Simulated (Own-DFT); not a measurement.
SiC (4H silicon carbide, strained, atoms displaced), Si3N4 (beta silicon nitride, strained, atoms displaced), SiC (twinned 3C silicon carbide, atoms displaced), SiC (2H silicon carbide, atoms displaced) (calculated)

All values are calculated (Own-DFT development build). A calculation, not a measurement: plane-wave PBE density functional theory by an unreviewed code, no spin, of a simulated periodic cell, stress positive in tension, free energy of the whole cell less one offset for each atom, forces on such cells passed a denser k mesh, this cell's mesh not checked; offsets are fitted by least squares, one for each functional and potential file, so energies compare only between cells with the same atoms and settings and are not formation energies; the far tail of each file's local potential was reset to the Coulomb form; each entry is a single point on an unrelaxed cell, so the pressure reflects the starting lattice, mostly measured values (interpolated for alloys), from which strain is counted, and rises with the displacements; printed positions are rounded, which can move forces by about a meV/angstrom; the program, named Own-DFT, is a retired in-house code; no spin-orbit coupling.

Settings shared by all entries: functional PBE; potential files PseudoDojo norm-conserving, scalar-relativistic, standard set; wave cutoff 42 hartree; occupations Fermi-Dirac; smearing width 0.1 eV.

(1) SiC (4H silicon carbide, strained, atoms displaced)

```
SiC
1.0
      9.3466     0.0580     0.0362
     -4.6231     7.8741     0.1056
      0.0394     0.1554     9.9875
Si C Si C Si C Si C Si C Si C Si C Si C Si C Si C Si C Si C Si C Si C Si C Si C Si C Si C
2 2 2 2 2 2 2 2 2 2 2 2 2 2 2 2 2 2 2 2 2 2 2 2 2 2 2 2 2 2 2 2 2 2 2 2
Direct
  0.00224 0.99076 0.40488
  0.12046 0.22864 0.15931
  0.99343 0.99065 0.08882
  0.11453 0.22882 0.34362
  0.00166 0.32623 0.39550
  0.11914 0.55498 0.15987
  0.99956 0.33346 0.08753
  0.11529 0.56699 0.33260
  0.00366 0.66912 0.40915
  0.09823 0.87853 0.17313
  0.99493 0.65846 0.08608
  0.12276 0.89577 0.34812
  0.32844 0.99537 0.40240
  0.44340 0.22919 0.15913
  0.33399 0.00320 0.08953
  0.44405 0.22017 0.33910
  0.33405 0.33690 0.39293
  0.45490 0.55946 0.16644
  0.33869 0.33759 0.08688
  0.43868 0.54449 0.34028
  0.32947 0.66733 0.41490
  0.42984 0.88091 0.15909
  0.33008 0.66116 0.08686
  0.44266 0.89480 0.34717
  0.67306 0.99409 0.40612
  0.77706 0.22120 0.16031
  0.67250 0.98838 0.09462
  0.76964 0.22079 0.34527
  0.67493 0.34308 0.40693
  0.77661 0.55777 0.14761
  0.67191 0.34096 0.09232
  0.77092 0.55471 0.35041
  0.66890 0.67106 0.40615
  0.78194 0.88552 0.15241
  0.65465 0.66614 0.09778
  0.77011 0.88932 0.34241
  0.98841 0.99313 0.90123
  0.88590 0.77601 0.65846
  0.99903 0.99635 0.59640
  0.89520 0.78297 0.84014
  0.98768 0.65220 0.90294
  0.89342 0.43980 0.65297
  0.01002 0.67136 0.58781
  0.89320 0.44898 0.84437
  0.99349 0.32509 0.89930
  0.89616 0.11440 0.65351
  0.99957 0.34853 0.59333
  0.89811 0.11911 0.84464
  0.67064 0.00417 0.91149
  0.55653 0.78054 0.65212
  0.67109 0.99978 0.58451
  0.55442 0.78554 0.84754
  0.66233 0.66600 0.90901
  0.56085 0.44218 0.65713
  0.67276 0.67573 0.58951
  0.55953 0.44619 0.84768
  0.66316 0.33389 0.90844
  0.54511 0.11010 0.65618
  0.66534 0.32755 0.58463
  0.55699 0.10309 0.84341
  0.33282 0.00310 0.91388
  0.22354 0.77937 0.65376
  0.32959 0.01245 0.59234
  0.22412 0.78772 0.84491
  0.34556 0.67188 0.90632
  0.21647 0.43948 0.66039
  0.33953 0.67309 0.59677
  0.22431 0.45227 0.83963
  0.33362 0.33050 0.90262
  0.22467 0.11456 0.65634
  0.33221 0.32119 0.59770
  0.22552 0.12497 0.83768
```

* hardware: one NVIDIA H100
* k mesh: 4 x 4 x 3 centred on Gamma
* free energy of cell above offsets: -3.430 eV
* pressure: 8.58 GPa
* stress xx: -0.28 GPa
* stress yy: -11.93 GPa
* stress zz: -13.53 GPa
* stress yz: 4.15 GPa
* stress xz: 2.22 GPa
* stress xy: 3.78 GPa
* wall time: 346.4 s

Force:
| element | x (eV/Å) | y (eV/Å) | z (eV/Å) |
| --- | --- | --- | --- |
| Si | -1.904 | 1.614 | 1.023 |
| Si | -1.265 | -0.997 | -2.608 |
| C | 1.24 | 1.112 | 1.552 |
| C | 1.105 | -2.066 | -0.139 |
| Si | -2.92 | 2.135 | 1.568 |
| Si | -1.562 | -0.523 | -4.262 |
| C | 0.535 | -0.375 | 1.501 |
| C | 0.471 | -1.17 | 3.984 |
| Si | -0.69 | -1.073 | -1.311 |
| Si | 1.138 | 0.539 | -5.688 |
| C | 0.184 | 0.902 | 2.422 |
| C | -2.246 | -1.669 | 0.27 |
| Si | 1.666 | 2.7 | 1.754 |
| Si | 1.405 | -1.043 | -1.819 |
| C | -0.748 | -0.14 | 3.275 |
| C | -0.117 | 0.932 | 1.144 |
| Si | 1.23 | -3.226 | 3.702 |
| Si | -3.384 | -1.171 | -3.435 |
| C | -0.498 | 0.175 | 1.605 |
| C | -0.187 | 4.487 | 2.44 |
| Si | 0.523 | 0.006 | -2.084 |
| Si | 1.844 | 0.737 | -0.971 |
| C | 0.919 | 0.547 | 2.438 |
| C | 1.49 | -1.449 | -0.233 |
| Si | -3.613 | 1.801 | -0.569 |
| Si | 0.375 | -0.314 | -1.455 |
| C | -2.983 | 1.918 | 0.545 |
| C | 2.066 | 0.379 | -0.117 |
| Si | -1.233 | -2.919 | -1.065 |
| Si | 0.236 | 0.075 | 1.751 |
| C | -0.557 | -1.776 | 0.444 |
| C | 1.558 | 2.732 | -2.052 |
| Si | -0.641 | -1.35 | -0.109 |
| Si | -0.826 | 0.168 | 0.947 |
| C | 3.492 | 0.512 | -1.199 |
| C | 3.695 | -0.481 | -1.122 |
| Si | 2.692 | 1.971 | 0.77 |
| Si | 0.851 | -0.228 | -1.168 |
| C | 0.386 | 1.126 | -1.056 |
| C | -1.447 | -2.343 | 0.891 |
| Si | 1.817 | 4.405 | 0.394 |
| Si | -3.834 | 2.047 | 1.004 |
| C | -1.264 | -0.695 | 1.773 |
| C | -0.953 | -3.311 | -1.667 |
| Si | 1.129 | 3.674 | 1.852 |
| Si | -1.373 | -0.139 | -0.201 |
| C | 4.255 | -3.314 | -2.093 |
| C | -1.494 | -2.836 | -1.482 |
| Si | 0.321 | -0.346 | -0.665 |
| Si | 0.493 | 0.226 | 1.214 |
| C | -0.573 | 0.805 | 2.512 |
| C | 2.465 | -0.301 | -1.471 |
| Si | 0.05 | 0.788 | -0.651 |
| Si | -0.939 | 0.196 | -0.715 |
| C | -0.3 | -1.616 | 1.212 |
| C | -0.555 | 0.056 | -0.9 |
| Si | 1.456 | -0.787 | -0.656 |
| Si | 1.709 | -0.641 | -0.708 |
| C | 0.298 | 1.333 | 2.884 |
| C | -1.383 | 1.794 | 0.536 |
| Si | -0.517 | -0.159 | -2.976 |
| Si | -0.115 | 1.217 | 1.373 |
| C | 1.973 | -2.416 | -0.78 |
| C | 0.162 | -1.74 | -0.163 |
| Si | -3.308 | -0.547 | -0.88 |
| Si | 1.265 | 0.749 | -1.415 |
| C | -0.378 | -1.189 | -0.15 |
| C | 0.348 | -0.923 | 1.593 |
| Si | -1.01 | 1.921 | -0.122 |
| Si | -1.208 | -1.998 | 0.498 |
| C | -0.998 | 4.52 | -2.377 |
| C | 0.182 | -3.032 | 1.664 |

(2) Si3N4 (beta silicon nitride, strained, atoms displaced)

```
Si3N4
1.0
      7.6337    -0.0904     0.0477
     -3.8952     6.6649     0.0907
      0.0547     0.1517     8.7495
Si N Si N Si N
6 8 6 8 6 8
Direct
  0.15661 0.76592 0.07823
  0.23334 0.40938 0.08073
  0.60308 0.83858 0.08024
  0.83174 0.23666 0.24777
  0.76679 0.58741 0.25506
  0.39391 0.16392 0.25263
  0.32009 0.03755 0.08013
  0.96386 0.29166 0.09722
  0.70918 0.68245 0.08225
  0.66942 0.98202 0.24935
  0.02701 0.69266 0.25746
  0.30135 0.32813 0.24697
  0.33679 0.65246 0.08630
  0.68246 0.34216 0.23901
  0.17315 0.76825 0.42131
  0.23339 0.41564 0.41450
  0.59332 0.82121 0.40849
  0.83636 0.22835 0.57603
  0.76313 0.59027 0.59062
  0.40377 0.17328 0.59151
  0.32879 0.04677 0.42006
  0.95955 0.28868 0.41758
  0.71026 0.68647 0.41301
  0.67119 0.96840 0.57526
  0.02638 0.70556 0.58476
  0.31909 0.34410 0.58373
  0.32795 0.65284 0.42007
  0.65735 0.32389 0.57913
  0.17503 0.76430 0.74889
  0.24755 0.42373 0.74610
  0.59343 0.82321 0.75107
  0.82610 0.23147 0.92139
  0.77307 0.59439 0.90853
  0.40361 0.17363 0.91065
  0.33343 0.03271 0.75215
  0.96126 0.29367 0.75419
  0.69781 0.66669 0.74989
  0.65804 0.96368 0.90928
  0.03441 0.70969 0.91817
  0.30856 0.33288 0.92428
  0.34550 0.67214 0.75611
  0.66038 0.33975 0.92214
```

* k mesh: 3 x 3 x 3 centred on Gamma
* free energy of cell above offsets: -2.753 eV
* pressure: 5.66 GPa
* stress xx: -1.96 GPa
* stress yy: -7.27 GPa
* stress zz: -7.74 GPa
* stress yz: 5.34 GPa
* stress xz: 4.36 GPa
* stress xy: -4.22 GPa

Force:
| element | x (eV/Å) | y (eV/Å) | z (eV/Å) |
| --- | --- | --- | --- |
| Si | 3.836 | 1.248 | 3.67 |
| Si | 1.132 | -2.581 | 1.125 |
| Si | 0.085 | -2.686 | 1.546 |
| Si | -3.296 | -0.735 | 4.276 |
| Si | -1.644 | 1.51 | -1.383 |
| Si | 1.029 | 3.484 | -2.735 |
| N | 0.425 | -2.722 | 0.96 |
| N | 3.112 | 1.521 | -7.023 |
| N | 1.04 | -0.189 | -0.146 |
| N | -0.463 | -2.24 | -0.965 |
| N | 1.279 | 0.957 | -0.503 |
| N | -0.799 | 0.485 | 1.155 |
| N | -2.827 | 4.884 | -0.191 |
| N | -2.324 | -2.339 | 0.825 |
| Si | 0.602 | 0.927 | -1.462 |
| Si | 1.774 | -5.566 | -0.783 |
| Si | -0.239 | 1.276 | 1.285 |
| Si | -4.2 | -1.203 | 4.261 |
| Si | -0.737 | -1.126 | -2.85 |
| Si | -0.512 | 1.005 | -2.527 |
| N | 0.21 | -4.38 | 1.96 |
| N | 3.636 | 2.442 | -2.851 |
| N | 1.438 | -1.803 | 1.132 |
| N | -0.146 | -1.115 | 1.003 |
| N | 1.194 | -0.188 | 1.403 |
| N | -1.767 | 0.238 | 0.017 |
| N | -1.78 | 5.57 | 0.22 |
| N | 2.68 | 2.342 | 0.429 |
| Si | 0.48 | 1.067 | 0.078 |
| Si | 0.087 | -3.67 | 1.531 |
| Si | 2.267 | 2.091 | -1.834 |
| Si | -1.689 | -0.201 | 0.561 |
| Si | -2.067 | 0.454 | 3.419 |
| Si | -0.492 | 1.091 | 1.709 |
| N | -0.38 | -2.36 | 0.385 |
| N | 2.379 | 1.711 | -1.697 |
| N | -0.543 | 0.772 | 0.103 |
| N | 0.374 | 2.529 | 0.706 |
| N | -0.617 | -1.344 | -2.506 |
| N | -1.627 | 0.493 | -3.011 |
| N | -3.813 | -0.447 | -0.577 |
| N | 2.904 | -1.202 | -0.716 |

(3) SiC (twinned 3C silicon carbide, atoms displaced)

```
SiC
1.0
      4.3596    -4.3596     0.0000
      0.0000     4.3596    -4.3596
      8.7192     8.7192     8.7192
Si C Si C Si C Si C Si C Si C Si C Si C Si C Si C Si C Si C Si C Si C Si C Si C Si C Si C Si C Si C Si C Si C Si C Si C
1 1 1 1 1 1 1 1 1 1 1 1 1 1 1 1 1 1 1 1 1 1 1 1 1 1 1 1 1 1 1 1 1 1 1 1 1 1 1 1 1 1 1 1 1 1 1 1
Direct
  0.00232 0.99804 0.43851
  0.00008 0.99675 0.06303
  0.18045 0.33576 0.10600
  0.16691 0.34291 0.23109
  0.32513 0.14845 0.27035
  0.33813 0.16510 0.39984
  0.00479 0.51173 0.43948
  0.00261 0.49452 0.06162
  0.16841 0.83838 0.10540
  0.15968 0.83755 0.23046
  0.33438 0.67030 0.27132
  0.32608 0.65959 0.39631
  0.50177 0.00897 0.43831
  0.49319 0.00732 0.06284
  0.66256 0.33517 0.10306
  0.66368 0.33985 0.22914
  0.83666 0.16508 0.26903
  0.83564 0.17264 0.39669
  0.50099 0.49725 0.43599
  0.50432 0.49515 0.06176
  0.65992 0.83190 0.10373
  0.66488 0.83391 0.22973
  0.83831 0.67678 0.26961
  0.82891 0.67038 0.39676
  0.98933 0.99346 0.93648
  0.99765 0.99648 0.56288
  0.82990 0.65537 0.60710
  0.84273 0.66456 0.72684
  0.66213 0.83349 0.77402
  0.66502 0.83920 0.89434
  0.99560 0.49807 0.93790
  0.99778 0.51795 0.56250
  0.82653 0.17138 0.60732
  0.82174 0.15910 0.72952
  0.67100 0.32797 0.77111
  0.66324 0.33529 0.89495
  0.50609 0.99823 0.93960
  0.49645 0.99735 0.56286
  0.33596 0.66934 0.60420
  0.33628 0.66437 0.72793
  0.16787 0.83126 0.76942
  0.16846 0.83452 0.90039
  0.48890 0.49899 0.93517
  0.49729 0.49511 0.56085
  0.33361 0.16536 0.60305
  0.33217 0.15794 0.72850
  0.17570 0.34112 0.77068
  0.16459 0.33032 0.89348
```

- hardware: one NVIDIA H100
- k mesh: 5 x 5 x 2 centred on Gamma
- free energy of cell above offsets: -6.786 eV
- pressure: 3.91 GPa
- stress xx: -3.8 GPa
- stress yy: -4.34 GPa
- stress zz: -3.59 GPa
- stress yz: -0.6 GPa
- stress xz: -0.13 GPa
- stress xy: -0.31 GPa
- wall time: 186.4 s

Force:
| element | x (eV/Å) | y (eV/Å) | z (eV/Å) |
| --- | --- | --- | --- |
| Si | -0.195 | 1.193 | -0.31 |
| C | -0.431 | 0.813 | -0.294 |
| Si | -1.588 | 0.801 | 0.253 |
| C | 0 | -1.62 | 0.634 |
| Si | 2.15 | 2.36 | -2.336 |
| C | -1.815 | -0.293 | -0.953 |
| Si | -1.284 | -0.461 | 0.535 |
| C | 0.646 | 0.785 | 0.158 |
| Si | -1.257 | -0.678 | 0.657 |
| C | -0.096 | -2.103 | 0.458 |
| Si | 0.123 | 0.49 | 0.539 |
| C | 0.932 | 0.046 | -1.225 |
| Si | 0.503 | -1.567 | 1.194 |
| C | 0.845 | -1.162 | 0.898 |
| Si | 1.782 | -0.704 | 0.351 |
| C | -0.081 | -0.755 | 0.536 |
| Si | 0.072 | 1.817 | -0.371 |
| C | 0.007 | -0.389 | -0.028 |
| Si | -0.04 | 0.882 | -0.069 |
| C | -0.644 | 1.047 | -1.397 |
| Si | 0.61 | -0.092 | -0.302 |
| C | -0.384 | -0.131 | -0.49 |
| Si | -0.797 | 0.666 | 1.983 |
| C | 0.067 | -1.122 | -0.572 |
| Si | 1.692 | -0.448 | -0.324 |
| C | 0.139 | 1.031 | 0.196 |
| Si | -1.087 | 1.47 | -2.434 |
| C | -0.015 | 2.048 | 1.395 |
| Si | -0.56 | -2.154 | -0.867 |
| C | 0.245 | -0.089 | 1.477 |
| Si | 0.15 | -0.18 | -0.297 |
| C | 0.967 | -2.242 | 1.988 |
| Si | -0.244 | -1.901 | -0.617 |
| C | 1.708 | -0.61 | -0.232 |
| Si | -0.751 | 1.088 | -0.527 |
| C | 0.307 | 0.008 | 0.425 |
| Si | -1.307 | 1.549 | -1.056 |
| C | 0.54 | 0.015 | -0.319 |
| Si | -0.569 | -0.518 | 0.01 |
| C | 0.3 | 0.512 | 0.023 |
| Si | 0.665 | 0.47 | 0.557 |
| C | -1.049 | -0.965 | -0.627 |
| Si | 1.04 | -0.674 | 0.417 |
| C | 0.491 | 0.622 | 0.107 |
| Si | -0.616 | 0.455 | 0.406 |
| C | 0.52 | 0.708 | -0.908 |
| Si | -1.428 | -0.866 | 1.031 |
| C | -0.264 | 0.848 | 0.327 |

(4) SiC (2H silicon carbide, atoms displaced)

```
SiC
1.0
      6.1654     0.0000     0.0000
     -3.0827     5.3394     0.0000
      0.0000     0.0000    10.0681
Si C Si C Si C Si C Si C Si C Si C Si C
2 2 2 2 2 2 2 2 2 2 2 2 2 2 2 2
Direct
  0.99428 0.00682 0.00487
  0.17254 0.33002 0.25373
  0.99629 0.99622 0.19191
  0.17062 0.33442 0.43331
  0.00031 0.01075 0.49688
  0.17835 0.33704 0.75071
  0.01058 0.00157 0.68663
  0.17144 0.33682 0.93588
  0.00013 0.50032 0.99511
  0.17338 0.83682 0.24987
  0.00239 0.50006 0.19044
  0.16980 0.82605 0.43983
  0.00055 0.49800 0.50466
  0.17205 0.82725 0.75197
  0.99938 0.48681 0.69500
  0.16028 0.83092 0.93692
  0.49778 0.00234 0.00233
  0.66546 0.33498 0.24973
  0.49370 0.99524 0.18679
  0.66710 0.33006 0.43396
  0.49889 0.00524 0.49995
  0.66875 0.33987 0.74612
  0.49863 0.99448 0.68415
  0.67502 0.33545 0.93154
  0.49489 0.50423 0.00455
  0.66195 0.83127 0.25534
  0.50789 0.50382 0.18980
  0.66661 0.83644 0.44461
  0.49866 0.49215 0.50258
  0.66858 0.82871 0.74137
  0.49631 0.49809 0.68446
  0.66469 0.83459 0.93457
```

* hardware: one NVIDIA H100
* k mesh: 5 x 5 x 3 centred on Gamma
* free energy of cell above offsets: -4.580 eV
* pressure: 3.65 GPa
* stress xx: -2.54 GPa
* stress yy: -1.97 GPa
* stress zz: -6.43 GPa
* stress yz: 0.57 GPa
* stress xz: -0.24 GPa
* stress xy: -0.95 GPa
* wall time: 114.8 s

Force:
| element | x (eV/Å) | y (eV/Å) | z (eV/Å) |
| --- | --- | --- | --- |
| Si | 0.703 | -0.875 | -1.171 |
| Si | -1.015 | 0.515 | -1.549 |
| C | 0.073 | 0.416 | -0.054 |
| C | -0.162 | 0.343 | 1.7 |
| Si | 1.412 | -1.457 | 0.713 |
| Si | -0.779 | -1.614 | 0.287 |
| C | -0.355 | -0.216 | -0.077 |
| C | -0.107 | -0.202 | 0.812 |
| Si | 0.065 | 0.147 | 1.111 |
| Si | -0.953 | -1.298 | 0.483 |
| C | 0.198 | -0.317 | -0.753 |
| C | -1.142 | 0.901 | -0.367 |
| Si | 0.194 | 0.018 | -0.678 |
| Si | -0.721 | 0.513 | -0.487 |
| C | -0.215 | 1.205 | -1.534 |
| C | 0.186 | 0.907 | 0.724 |
| Si | 0.106 | -0.156 | -1.582 |
| Si | 1.165 | -0.205 | -0.501 |
| C | 0.844 | 0.953 | 0.484 |
| C | -0.109 | 0.56 | 1.218 |
| Si | 0.204 | -0.906 | -0.008 |
| Si | 0.224 | -1.699 | 0.72 |
| C | 0.099 | 0.801 | 0.651 |
| C | -1.637 | -0.185 | 1.345 |
| Si | 1.513 | 0.066 | -1.289 |
| Si | 0.291 | 0.438 | -0.114 |
| C | -0.871 | -0.365 | 0.15 |
| C | -0.033 | -0.574 | -0.89 |
| Si | -0.101 | 0.854 | -1.329 |
| Si | 0.118 | 1.318 | 1.237 |
| C | 0.983 | 0.148 | 0.325 |
| C | -0.18 | -0.032 | 0.425 |

(5) SiC (4H silicon carbide, atoms displaced)

```
SiC
1.0
      6.1654     0.0000     0.0000
     -3.0827     5.3394     0.0000
      0.0000     0.0000    10.0681
Si C Si C Si C Si C Si C Si C Si C Si C
2 2 2 2 2 2 2 2 2 2 2 2 2 2 2 2
Direct
  0.97404 0.98886 0.40214
  0.14883 0.30768 0.15803
  0.02122 0.01925 0.07405
  0.17149 0.34450 0.35600
  0.02810 0.51596 0.40358
  0.15754 0.83491 0.15829
  0.98270 0.51051 0.09980
  0.15493 0.83431 0.34973
  0.50639 0.99738 0.41719
  0.65211 0.30655 0.15735
  0.49528 0.02438 0.10214
  0.68623 0.33873 0.34075
  0.50248 0.49350 0.39976
  0.67263 0.81698 0.16616
  0.51456 0.53229 0.08773
  0.65828 0.82624 0.35129
  0.99714 0.99393 0.90528
  0.82920 0.67300 0.66824
  0.02188 0.02571 0.59082
  0.87880 0.68455 0.83466
  0.00659 0.48419 0.91408
  0.83505 0.14573 0.66037
  0.96720 0.49706 0.59082
  0.86861 0.19656 0.84407
  0.52259 0.00807 0.90054
  0.35673 0.66558 0.65832
  0.49408 0.99970 0.60154
  0.32189 0.65620 0.86591
  0.52310 0.54148 0.92074
  0.30795 0.14820 0.66468
  0.51217 0.49974 0.57855
  0.33730 0.15865 0.85831
```

- hardware: one NVIDIA H100
- k mesh: 5 x 5 x 3 centred on Gamma
- free energy of cell above offsets: 4.265 eV
- pressure: 9.7 GPa
- stress xx: -5.9 GPa
- stress yy: -10.97 GPa
- stress zz: -12.23 GPa
- stress yz: -5.53 GPa
- stress xz: -1.73 GPa
- stress xy: -0.22 GPa
- wall time: 130.6 s

Force:
| element | x (eV/Å) | y (eV/Å) | z (eV/Å) |
| --- | --- | --- | --- |
| Si | 3.148 | 2.094 | 2.286 |
| Si | -0.294 | 4.92 | 0.291 |
| C | -1.341 | -2.914 | 5.889 |
| C | 1.39 | -2.968 | -3.302 |
| Si | -4.182 | -0.963 | 2.281 |
| Si | 1.081 | 0.729 | -0.155 |
| C | 1.918 | -2.189 | -0.804 |
| C | 1.049 | 1.797 | -1.217 |
| Si | -1.99 | 1.56 | -1.263 |
| Si | 0.058 | 7.735 | 2.113 |
| C | 1.685 | -7.813 | -3.193 |
| C | -0.981 | -1.034 | 0.789 |
| Si | 1.592 | -0.83 | 0.584 |
| Si | -1.747 | 4.273 | -0.809 |
| C | 0.051 | -4.318 | 4.67 |
| C | -0.513 | -0.271 | -1.235 |
| Si | 1.813 | 1.472 | -2.64 |
| Si | 0.785 | -0.754 | -5.651 |
| C | -3.056 | -3.812 | -0.757 |
| C | -2.724 | -1.333 | 4.694 |
| Si | -2.265 | 4.118 | 1.557 |
| Si | -2.201 | 4.097 | -1.217 |
| C | 3.66 | -0.329 | 0.624 |
| C | -0.956 | -5.976 | -1.004 |
| Si | -1.797 | -0.091 | 2.233 |
| Si | -3.065 | -1.425 | -0.129 |
| C | 1.191 | -0.818 | 0.502 |
| C | 3.052 | 2.929 | -3.544 |
| Si | 1.603 | -3.369 | -4.606 |
| Si | 4.185 | 3.346 | 0.843 |
| C | -0.921 | -0.113 | 4.17 |
| C | -0.23 | 2.25 | -2.002 |
